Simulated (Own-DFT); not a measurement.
# Response to strain: diamond-structure SiGeSn with randomly placed atoms, 64 atoms (Ge44Si16Sn4)

These are calculations, not measurements. The program, named Own-DFT, is a retired in-house plane-wave density functional code that no person has reviewed. Each row is one single-point run on a periodic cell that was not relaxed, without spin or spin-orbit coupling.

Settings of every run: PBE; PseudoDojo norm-conserving scalar-relativistic files; cutoff 49 hartree; 3 x 3 x 3 k mesh centred on Gamma; Fermi-Dirac smearing of 0.1 eV.

Known limits: forces on such cells moved up to 12 meV/angstrom on a denser k mesh; stress not checked against mesh or cutoff.

Unstrained cell vectors in Å: (11.306, 0.000, 0.000); (0.000, 11.306, 0.000); (0.000, 0.000, 11.306). The unstrained cell has measured lattice constants (interpolated for alloys), not those of this functional. That, the random moves and any unrelaxed bonds set the pressure at no strain. Each run strains this cell uniformly, with the atoms carried along. Every atom was also moved at random, by a Gaussian of width 0.05 Å on each axis. The random placing of the alloy's atoms differs from row to row. Strain is the symmetric tensor, in per cent. Stress is positive in tension, and the pressure is minus a third of its trace.

```
run,e_xx (%),e_yy (%),e_zz (%),s_xx (GPa),s_yy (GPa),s_zz (GPa),P (GPa),E (meV/atom)
1,-1.50,-1.50,0.00,-7.09,-7.20,-6.01,6.77,29.6
2,-0.25,-0.25,0.00,-4.69,-4.79,-4.58,4.69,13.3
3,-0.50,-0.50,0.00,-5.09,-5.18,-4.75,5.01,14.2
4,-1.25,-1.25,0.00,-6.78,-6.69,-5.77,6.42,32.8
5,2.25,2.25,0.00,-0.63,-0.56,-1.82,1.00,0.0
6,1.25,1.25,0.00,-2.14,-2.15,-2.82,2.37,1.9
7,-1.75,-1.75,0.00,-7.71,-7.69,-6.49,7.30,37.3
8,1.50,1.50,0.00,-1.91,-1.81,-2.73,2.15,13.3
9,0.75,0.75,0.00,?,?,?,?,?
```

E is the free energy for each atom above the lowest run shown.

## Worked fit

The change of volume is close to e_xx + e_yy + e_zz. A straight line through the runs shown gives P = 4.43 - 78 x (fractional change of volume) GPa, with an error of 2 on the slope and a scatter of 0.14 GPa. The strain isn't the same on all axes, but the crystal is cubic, so the slope still estimates the bulk modulus, averaged over pressures from 1.0 to 7.3 GPa.

## Withheld run

Question: what pressure should run 9 give? Its volume changes by 1.51 %.

The line gives 3.3 GPa. The calculation gave 3.38 GPa.
